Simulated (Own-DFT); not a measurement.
Simulation results for HfO2 (monoclinic hafnia, atoms displaced)

A calculation, not a measurement: plane-wave density functional theory by an unreviewed code, no spin, of a simulated periodic cell, stress positive in tension, run twice, with PBE and with PBEsol, both on files made for PBE, so the change isn't that of files made for PBEsol, hafnium file: forces about 75 meV/angstrom off all-electron values; oxygen file: force components 24 meV/angstrom off all-electron in one glass; forces on such cells passed a denser k mesh, this cell's mesh not checked; the far tail of each file's local potential was reset to the Coulomb form; each entry is a single point on an unrelaxed cell, so the pressure reflects the starting lattice, mostly measured values (interpolated for alloys), from which strain is counted, and rises with the displacements; printed positions are rounded, which can move forces by about a meV/angstrom; the program, named Own-DFT, is a retired in-house code; no spin-orbit coupling; stress was not checked against mesh or cutoff. Program: Own-DFT development build.

Common to all runs: functional PBE, then PBEsol; potential files PseudoDojo norm-conserving, scalar-relativistic, standard set; wave cutoff 72 hartree; occupations Fermi-Dirac; smearing width 0.1 eV; k mesh 2 x 2 x 2 centred on Gamma.

(1) HfO2 (monoclinic hafnia, atoms displaced)

```
cell vectors (Å)
  10.2340     0.0000     0.0000
   0.0000    10.3500     0.0000
  -1.6955     0.0000    10.4453
atoms (fractions of the cell vectors)
Hf  0.13727  0.01566  0.10339
Hf  0.36916  0.26096  0.15103
Hf  0.35765  0.48387  0.40029
Hf  0.13525  0.23066  0.35600
O   0.04077  0.16583  0.17285
O   0.45683  0.40578  0.08588
O   0.45681  0.32882  0.32337
O   0.02306  0.08782  0.42352
O   0.22327  0.37174  0.24410
O   0.29098  0.13736  0.01386
O   0.27509  0.12494  0.26089
O   0.22078  0.37803  0.49045
Hf  0.12980  0.02759  0.60634
Hf  0.36034  0.27162  0.65005
Hf  0.36035  0.48338  0.90046
Hf  0.14431  0.22623  0.85457
O   0.02798  0.17201  0.67652
O   0.46098  0.41850  0.57468
O   0.45602  0.33322  0.82749
O   0.03676  0.06905  0.92802
O   0.22036  0.37881  0.73610
O   0.27389  0.12943  0.50287
O   0.26556  0.12232  0.76229
O   0.22933  0.37663  0.99354
Hf  0.13468  0.51597  0.10389
Hf  0.36866  0.76543  0.14911
Hf  0.36794  0.97503  0.40513
Hf  0.13882  0.74122  0.35684
O   0.03661  0.66987  0.17374
O   0.46589  0.92372  0.07063
O   0.45784  0.83395  0.33843
O   0.03707  0.58413  0.41589
O   0.22913  0.87823  0.23490
O   0.27686  0.62074  0.00438
O   0.27925  0.61435  0.27102
O   0.22010  0.86650  0.48987
Hf  0.13977  0.51631  0.60295
Hf  0.35968  0.77139  0.64722
Hf  0.36480  0.97403  0.89383
Hf  0.14264  0.73559  0.86370
O   0.03408  0.66597  0.67197
O   0.46556  0.91832  0.58022
O   0.46941  0.82874  0.82390
O   0.03805  0.57905  0.92165
O   0.22753  0.87891  0.74755
O   0.27545  0.62159  0.50985
O   0.27430  0.61509  0.76233
O   0.21800  0.86988  0.99328
Hf  0.63658  0.02458  0.09719
Hf  0.86570  0.27332  0.14816
Hf  0.85313  0.48608  0.39681
Hf  0.64814  0.21936  0.35427
O   0.53622  0.15969  0.18134
O   0.95457  0.41534  0.07466
O   0.95648  0.33716  0.33045
O   0.53891  0.08197  0.42361
O   0.72397  0.37599  0.24832
O   0.77344  0.13165  0.01198
O   0.78135  0.12584  0.26289
O   0.72673  0.37294  0.48094
Hf  0.63385  0.01578  0.59586
Hf  0.86309  0.26697  0.65228
Hf  0.85664  0.48441  0.89967
Hf  0.63914  0.22849  0.85405
O   0.53506  0.16592  0.68331
O   0.96299  0.41313  0.56947
O   0.96486  0.32747  0.83361
O   0.53680  0.07890  0.92714
O   0.73143  0.37904  0.74093
O   0.76805  0.12742  0.50531
O   0.77310  0.12191  0.75924
O   0.73025  0.37124  0.99403
Hf  0.64100  0.52975  0.11275
Hf  0.86288  0.76782  0.14963
Hf  0.86566  0.97638  0.39360
Hf  0.63920  0.73310  0.35538
O   0.53360  0.66603  0.17394
O   0.96616  0.91759  0.07274
O   0.96565  0.83881  0.33794
O   0.53501  0.58501  0.42744
O   0.72468  0.87614  0.24760
O   0.76978  0.63162  0.01070
O   0.78232  0.62446  0.26074
O   0.72584  0.86931  0.48088
Hf  0.63531  0.51994  0.60327
Hf  0.86533  0.76580  0.64408
Hf  0.85140  0.98332  0.89418
Hf  0.63474  0.72638  0.84371
O   0.53989  0.66896  0.67550
O   0.95883  0.92034  0.57695
O   0.95973  0.83672  0.82762
O   0.54122  0.59005  0.92055
O   0.72194  0.88513  0.74322
O   0.77459  0.63200  0.50677
O   0.77572  0.63188  0.75581
O   0.73100  0.86760  0.99558
```

| Quantity | Value |
| --- | --- |
| PBE pressure | 6.18 GPa |
| PBE stress xx | -6.37 GPa |
| PBE stress yy | -5.77 GPa |
| PBE stress zz | -6.4 GPa |
| PBE stress yz | -0.32 GPa |
| PBE stress xz | -0.29 GPa |
| PBE stress xy | 0.46 GPa |
| PBEsol pressure | -0.29 GPa |
| PBEsol stress xx | 0.13 GPa |
| PBEsol stress yy | 0.63 GPa |
| PBEsol stress zz | 0.1 GPa |
| PBEsol stress yz | -0.31 GPa |
| PBEsol stress xz | 0.04 GPa |
| PBEsol stress xy | 0.45 GPa |
| rms change of force components from PBE to PBEsol | 0.052 eV/Å |

Force:
```csv
force element,PBE force x (eV/Å),PBE force y (eV/Å),PBE force z (eV/Å),PBEsol force x (eV/Å),PBEsol force y (eV/Å),PBEsol force z (eV/Å)
Hf,0.118,1.405,0.456,0.089,1.395,0.406
Hf,-1.83,1.431,1.12,-1.785,1.453,1.128
Hf,0.839,-2.716,-1.471,0.787,-2.685,-1.409
Hf,0.517,0.756,-1.032,0.534,0.704,-1.05
O,-1.128,0.544,0.069,-1.098,0.55,0.129
O,3.24,3.334,-1.397,3.125,3.252,-1.401
O,1.351,0.391,2.145,1.294,0.36,2.024
O,1.715,0.53,0.931,1.676,0.486,0.96
O,-1.026,1.057,-0.647,-0.95,1.019,-0.616
O,-1.454,-2.385,-2.157,-1.469,-2.331,-2.106
O,-0.153,-1.779,0.853,-0.208,-1.71,0.828
O,-0.045,-1.279,0.22,0.009,-1.218,0.224
Hf,-0.306,-0.449,-0.764,-0.326,-0.381,-0.778
Hf,0.507,0.495,-0.922,0.494,0.55,-0.853
Hf,0.605,-1.45,0.031,0.54,-1.456,0.05
Hf,-1.856,1.362,2.335,-1.8,1.299,2.235
O,1.872,-1.698,-0.249,1.843,-1.646,-0.194
O,0.615,-0.48,1.456,0.591,-0.437,1.376
O,1.168,-0.36,0.291,1.12,-0.372,0.217
O,1.098,2.015,-1.57,1.07,1.937,-1.466
O,-0.03,-0.737,0.701,0.039,-0.732,0.672
O,-0.68,-0.061,1.764,-0.736,-0.06,1.716
O,1.314,-0.95,-0.919,1.205,-0.91,-0.897
O,-1.348,-0.698,-0.987,-1.252,-0.652,-0.969
Hf,0.339,-0.826,0.799,0.341,-0.776,0.73
Hf,-1.978,1.091,-0.276,-1.948,1.108,-0.229
Hf,-1.792,2.918,-2.094,-1.734,2.805,-2.015
Hf,-0.341,-3.335,-0.879,-0.336,-3.31,-0.868
O,0.155,-0.01,-0.385,0.136,0.008,-0.327
O,-1.236,-2.337,1.068,-1.207,-2.248,0.966
O,1.943,-2.012,-1.344,1.894,-1.968,-1.358
O,-0.116,0.55,0.391,-0.104,0.538,0.434
O,-0.184,-0.594,0.914,-0.13,-0.6,0.891
O,-0.077,2.142,2.01,-0.132,2.073,1.939
O,-0.205,2.041,-2.372,-0.242,1.997,-2.294
O,0.603,1.299,1.477,0.654,1.253,1.426
Hf,-1.541,0.566,-0.535,-1.478,0.571,-0.557
Hf,-0.319,-1.434,-0.014,-0.306,-1.353,0.028
Hf,-0.334,1.09,0.879,-0.317,1.02,0.906
Hf,-2.073,-1.483,-1.849,-2.009,-1.488,-1.824
O,0.292,0.256,0.087,0.267,0.275,0.119
O,-0.951,-0.842,0.418,-0.929,-0.809,0.336
O,-1.562,1.287,0.067,-1.538,1.24,-0.003
O,-0.438,0.393,0.174,-0.422,0.371,0.242
O,-0.049,0.069,-1.031,0.027,0.053,-0.981
O,0.218,1.968,1.282,0.16,1.894,1.242
O,0.273,1.356,-0.406,0.212,1.324,-0.382
O,1.627,-0.15,-0.068,1.628,-0.148,-0.086
Hf,0.837,-0.705,2.025,0.796,-0.639,1.927
Hf,-0.434,-0.72,0.9,-0.433,-0.648,0.907
Hf,2.16,-1.684,0.215,2.095,-1.717,0.227
Hf,-1.483,2.793,-0.075,-1.411,2.681,-0.092
O,1.192,-1.033,-0.585,1.172,-0.99,-0.536
O,2.139,1.582,0.387,2.075,1.556,0.323
O,1.303,-0.698,-0.552,1.258,-0.703,-0.593
O,-1.476,-0.919,0,-1.428,-0.934,0.057
O,-0.346,1.409,-1.853,-0.264,1.376,-1.787
O,0.149,-0.078,-0.533,0.07,-0.091,-0.538
O,0.237,-1.163,-0.716,0.16,-1.112,-0.674
O,-1.292,-0.223,1.774,-1.189,-0.205,1.712
Hf,1.741,1.274,1.82,1.703,1.292,1.747
Hf,-0.687,1.744,-1.395,-0.665,1.746,-1.315
Hf,1.125,-0.778,-0.792,1.095,-0.828,-0.725
Hf,-0.42,0.839,0.466,-0.394,0.754,0.418
O,-0.348,-0.559,-1.197,-0.329,-0.514,-1.106
O,0.187,0.137,1.148,0.18,0.157,1.07
O,-0.081,0.404,0.09,-0.088,0.376,0.013
O,0.081,0.926,-1.59,0.09,0.879,-1.486
O,-1.144,0.695,0.104,-1.051,0.664,0.116
O,0.838,-0.068,1.384,0.743,-0.071,1.325
O,-0.016,0.295,-0.049,-0.076,0.303,-0.032
O,-1.423,0.143,-0.537,-1.296,0.143,-0.527
Hf,-0.228,-3.294,-1.406,-0.187,-3.153,-1.394
Hf,0.589,1.378,-1.138,0.559,1.373,-1.099
Hf,-2.177,1.592,0.265,-2.131,1.508,0.297
Hf,-0.128,-0.239,0.792,-0.087,-0.254,0.776
O,0.207,0.419,0.489,0.209,0.423,0.52
O,-0.806,-1.007,1.516,-0.778,-0.956,1.431
O,1.318,-1.694,-1.459,1.284,-1.662,-1.457
O,0.399,0.509,-0.44,0.399,0.481,-0.37
O,-0.182,0.302,-1.442,-0.107,0.261,-1.376
O,0.89,-0.385,0.432,0.808,-0.393,0.438
O,-1.116,0.215,-0.483,-1.153,0.218,-0.48
O,-0.861,0.225,1.565,-0.789,0.218,1.505
Hf,0.415,-0.651,-0.682,0.393,-0.574,-0.711
Hf,0.289,0.891,0.953,0.29,0.889,0.969
Hf,1.59,-1.265,0.632,1.555,-1.299,0.642
Hf,1.995,1.471,2.328,1.938,1.383,2.238
O,-1.351,-0.365,-1.833,-1.305,-0.342,-1.724
O,0.878,0.272,0.687,0.86,0.283,0.603
O,0.846,-0.729,-0.102,0.818,-0.721,-0.139
O,-1.69,-1.882,1.182,-1.632,-1.827,1.195
O,-0.219,-0.262,-1.085,-0.159,-0.256,-1.046
O,-0.347,-0.131,0.228,-0.397,-0.135,0.21
O,0.283,-1.621,0.335,0.207,-1.562,0.318
O,-0.788,0.36,-0.345,-0.689,0.376,-0.336
```

(2) HfO2 (monoclinic hafnia, atoms displaced)

```
cell vectors (Å)
  10.2340     0.0000     0.0000
   0.0000    10.3500     0.0000
  -1.6955     0.0000    10.4453
atoms (fractions of the cell vectors)
Hf  0.13828  0.01764  0.10861
Hf  0.36271  0.26996  0.15151
Hf  0.36166  0.47949  0.39702
Hf  0.13548  0.23036  0.36141
O   0.03396  0.16390  0.16175
O   0.45805  0.42292  0.07361
O   0.46027  0.33536  0.32631
O   0.04469  0.07446  0.43110
O   0.23333  0.37641  0.24455
O   0.27561  0.12234  0.00954
O   0.27647  0.11898  0.26031
O   0.22135  0.38543  0.48724
Hf  0.13149  0.02350  0.60585
Hf  0.35995  0.26770  0.64667
Hf  0.36615  0.48389  0.89564
Hf  0.14477  0.24140  0.85180
O   0.03605  0.16660  0.67425
O   0.46689  0.41621  0.57437
O   0.46358  0.33432  0.82854
O   0.04364  0.07714  0.93548
O   0.22331  0.37748  0.73626
O   0.27179  0.12507  0.50024
O   0.28083  0.11994  0.76679
O   0.22713  0.37157  0.99791
Hf  0.14138  0.52637  0.10783
Hf  0.36624  0.77636  0.15137
Hf  0.36012  0.98341  0.40159
Hf  0.13970  0.72745  0.34760
O   0.03999  0.65742  0.16615
O   0.46048  0.91554  0.06564
O   0.46213  0.83619  0.33007
O   0.02728  0.57734  0.42360
O   0.22227  0.87644  0.24616
O   0.27914  0.62297  0.01907
O   0.27376  0.62412  0.26072
O   0.22010  0.87097  0.49127
Hf  0.14139  0.51902  0.61104
Hf  0.35727  0.76500  0.64337
Hf  0.35893  0.97753  0.89605
Hf  0.14324  0.72719  0.85773
O   0.03601  0.65806  0.67259
O   0.46072  0.91626  0.57773
O   0.46452  0.82960  0.81781
O   0.03956  0.57504  0.92050
O   0.23074  0.88469  0.73835
O   0.27480  0.63179  0.50721
O   0.27852  0.61780  0.76293
O   0.21651  0.87233  0.99787
Hf  0.63634  0.02264  0.09899
Hf  0.86314  0.27322  0.14316
Hf  0.85314  0.48532  0.40072
Hf  0.64126  0.23399  0.35281
O   0.53556  0.16175  0.18022
O   0.95920  0.41497  0.07469
O   0.96209  0.33879  0.32441
O   0.54216  0.08398  0.42477
O   0.72738  0.37487  0.24185
O   0.77578  0.13192  0.01474
O   0.76483  0.11807  0.26116
O   0.72265  0.37464  0.48393
Hf  0.64590  0.02202  0.60016
Hf  0.86111  0.26974  0.63668
Hf  0.85927  0.47844  0.89258
Hf  0.64237  0.24102  0.86006
O   0.54417  0.16292  0.67495
O   0.96453  0.40569  0.57819
O   0.95719  0.33000  0.82697
O   0.54444  0.08975  0.93117
O   0.72254  0.38390  0.74093
O   0.77198  0.14431  0.50688
O   0.78538  0.12675  0.76409
O   0.73003  0.37622  0.98879
Hf  0.64384  0.52172  0.10663
Hf  0.85427  0.77152  0.14178
Hf  0.85546  0.98134  0.39599
Hf  0.63814  0.72561  0.35260
O   0.52848  0.66614  0.18091
O   0.95620  0.91438  0.08204
O   0.96417  0.83488  0.32728
O   0.54116  0.59141  0.41981
O   0.72131  0.86926  0.23539
O   0.76307  0.62471  0.00941
O   0.78144  0.62611  0.26652
O   0.72998  0.86969  0.49028
Hf  0.63917  0.52231  0.59708
Hf  0.85890  0.77164  0.64507
Hf  0.85882  0.97764  0.89333
Hf  0.63320  0.73122  0.85390
O   0.53279  0.66650  0.67764
O   0.95530  0.91516  0.56731
O   0.96362  0.83518  0.83041
O   0.54463  0.59316  0.92495
O   0.72602  0.87707  0.74538
O   0.77417  0.63217  0.51135
O   0.77703  0.61953  0.75853
O   0.72594  0.87331  0.98616
```

| Property | Result |
| --- | --- |
| PBE pressure | 5.51 GPa |
| PBE stress xx | -5.14 GPa |
| PBE stress yy | -5.33 GPa |
| PBE stress zz | -6.07 GPa |
| PBE stress yz | 0.28 GPa |
| PBE stress xz | 0.05 GPa |
| PBE stress xy | -0.11 GPa |
| PBEsol pressure | -0.96 GPa |
| PBEsol stress xx | 1.32 GPa |
| PBEsol stress yy | 1.09 GPa |
| PBEsol stress zz | 0.45 GPa |
| PBEsol stress yz | 0.26 GPa |
| PBEsol stress xz | 0.37 GPa |
| PBEsol stress xy | -0.13 GPa |
| rms change of force components from PBE to PBEsol | 0.05 eV/Å |

Force:
```csv
force element,PBE force x (eV/Å),PBE force y (eV/Å),PBE force z (eV/Å),PBEsol force x (eV/Å),PBEsol force y (eV/Å),PBEsol force z (eV/Å)
Hf,-0.464,0.369,-0.47,-0.446,0.422,-0.513
Hf,-0.101,-0.571,-1.234,-0.116,-0.502,-1.161
Hf,0.039,0.523,-0.68,0.008,0.441,-0.648
Hf,-0.367,0.419,-2.31,-0.336,0.366,-2.275
O,-0.62,1.227,2.176,-0.602,1.195,2.152
O,1.623,-0.111,0.662,1.567,-0.081,0.583
O,1.434,-0.181,0.611,1.378,-0.188,0.54
O,-1.57,1.199,-1.903,-1.51,1.16,-1.778
O,-1.355,0.565,0.007,-1.24,0.551,0.018
O,0.711,0.963,0.344,0.632,0.919,0.327
O,-0.253,0.451,0.229,-0.303,0.446,0.23
O,0.036,-2.045,0.417,0.09,-1.986,0.403
Hf,0.797,-1.773,0.345,0.777,-1.683,0.278
Hf,1.984,-0.444,-0.154,1.938,-0.38,-0.101
Hf,0.417,-0.407,1.593,0.401,-0.447,1.604
Hf,-2.103,-2.259,2.19,-2.031,-2.242,2.109
O,-0.011,0.266,-0.021,0.002,0.28,0.005
O,-0.43,-0.478,0.275,-0.428,-0.442,0.209
O,-0.093,0.076,-0.443,-0.097,0.065,-0.479
O,-0.733,0.776,-2.267,-0.715,0.721,-2.132
O,0.304,-0.27,0.551,0.343,-0.281,0.538
O,0.229,1.953,2.399,0.155,1.89,2.322
O,-0.052,1.398,-1.423,-0.11,1.383,-1.383
O,-0.059,-0.451,-1.588,0.007,-0.438,-1.559
Hf,0.394,-3.027,-0.778,0.411,-2.885,-0.79
Hf,-0.823,-0.148,-0.078,-0.8,-0.117,-0.033
Hf,0.527,-1.216,-0.414,0.495,-1.238,-0.374
Hf,-1.632,0.594,1.499,-1.56,0.561,1.435
O,-2.548,2.557,0.957,-2.444,2.489,0.987
O,0.692,-0.469,1.089,0.653,-0.43,1.015
O,0.653,-0.047,-0.233,0.618,-0.072,-0.296
O,1.117,0.934,0.266,1.077,0.879,0.31
O,0.228,0.014,-0.224,0.281,-0.007,-0.215
O,0.401,1.275,-1.161,0.32,1.224,-1.132
O,0.815,-0.668,0.385,0.723,-0.647,0.372
O,0.073,-0.272,-0.102,0.144,-0.257,-0.105
Hf,-1.238,0.55,-2.374,-1.2,0.576,-2.343
Hf,0.848,1.992,-0.399,0.835,2.01,-0.356
Hf,0.408,0.418,-0.115,0.369,0.378,-0.079
Hf,-1.613,0.266,0.255,-1.583,0.198,0.236
O,-0.588,1.319,0.597,-0.549,1.283,0.624
O,0.942,0.309,0.116,0.897,0.31,0.053
O,-0.823,1.176,1.367,-0.804,1.108,1.287
O,0.431,0.993,-0.293,0.436,0.976,-0.225
O,-1.09,-1.081,0.632,-0.986,-1.059,0.623
O,-0.246,-0.734,0.25,-0.297,-0.726,0.249
O,-0.216,0.514,-0.138,-0.272,0.506,-0.134
O,0.869,-1.351,-1.228,0.907,-1.302,-1.201
Hf,0.199,-0.117,1.166,0.198,-0.042,1.102
Hf,1.055,-0.585,0.502,1.039,-0.507,0.496
Hf,2.583,-0.657,-0.997,2.523,-0.674,-0.966
Hf,-1.268,-0.773,-0.498,-1.207,-0.818,-0.507
O,-0.757,0.507,-0.628,-0.72,0.519,-0.565
O,1.028,0.704,0.164,0.963,0.68,0.11
O,0.665,-0.961,0.584,0.643,-0.96,0.529
O,-0.597,-0.209,0.03,-0.563,-0.216,0.088
O,-0.741,1.132,-0.77,-0.664,1.098,-0.74
O,0.184,0.125,-0.326,0.111,0.128,-0.31
O,1.276,-0.209,0.197,1.164,-0.197,0.203
O,-0.729,0.553,1.025,-0.644,0.548,0.996
Hf,-1.953,-0.134,1.083,-1.925,-0.063,1.024
Hf,-0.571,0.422,2.989,-0.558,0.457,2.942
Hf,1.15,0.367,-0.087,1.109,0.287,-0.069
Hf,0.232,-2.065,-1.192,0.241,-2.058,-1.182
O,-1.307,0.921,-0.005,-1.262,0.913,0.029
O,1.142,1.513,-0.307,1.088,1.481,-0.329
O,1.201,-0.183,0.054,1.165,-0.17,0.004
O,-1.419,-0.089,-1.488,-1.355,-0.104,-1.385
O,-0.214,-0.392,-0.821,-0.146,-0.39,-0.778
O,0.636,-2.099,-0.306,0.552,-2.05,-0.299
O,-0.482,-0.551,-0.422,-0.522,-0.536,-0.412
O,-1.476,-0.164,0.475,-1.374,-0.154,0.451
Hf,-1.669,-0.236,0.22,-1.609,-0.178,0.166
Hf,1.238,0.113,0.55,1.173,0.195,0.566
Hf,1.462,-1.138,-1.634,1.431,-1.196,-1.561
Hf,0.262,2.543,-0.204,0.263,2.429,-0.23
O,1.362,-1.047,-0.88,1.338,-0.986,-0.802
O,0.726,0.199,-0.111,0.687,0.189,-0.158
O,-0.194,-0.075,-0.409,-0.205,-0.078,-0.445
O,-1.946,-2.12,0.824,-1.87,-2.077,0.848
O,-0.33,1.049,-0.041,-0.243,1.001,-0.043
O,2.025,1.057,0.715,1.894,1.021,0.71
O,-0.653,-0.905,-0.874,-0.71,-0.877,-0.842
O,-1.14,0.341,-0.187,-1.033,0.346,-0.175
Hf,-0.735,0.284,2.083,-0.706,0.319,2.013
Hf,0.706,-0.418,1.107,0.66,-0.36,1.095
Hf,1.385,1.323,1.12,1.344,1.226,1.115
Hf,1.46,0.882,-0.935,1.414,0.817,-0.945
O,0.573,-1.145,-1.324,0.564,-1.089,-1.241
O,1.096,0.367,1.872,1.05,0.383,1.772
O,1.241,-1.074,-0.708,1.189,-1.048,-0.734
O,-3.168,-2.641,0.614,-3.077,-2.593,0.639
O,0.07,0.623,-1.598,0.148,0.599,-1.555
O,0.362,-0.22,0.081,0.29,-0.23,0.068
O,-0.109,0.506,-0.176,-0.165,0.492,-0.178
O,-0.806,-0.416,0.294,-0.715,-0.403,0.288
```
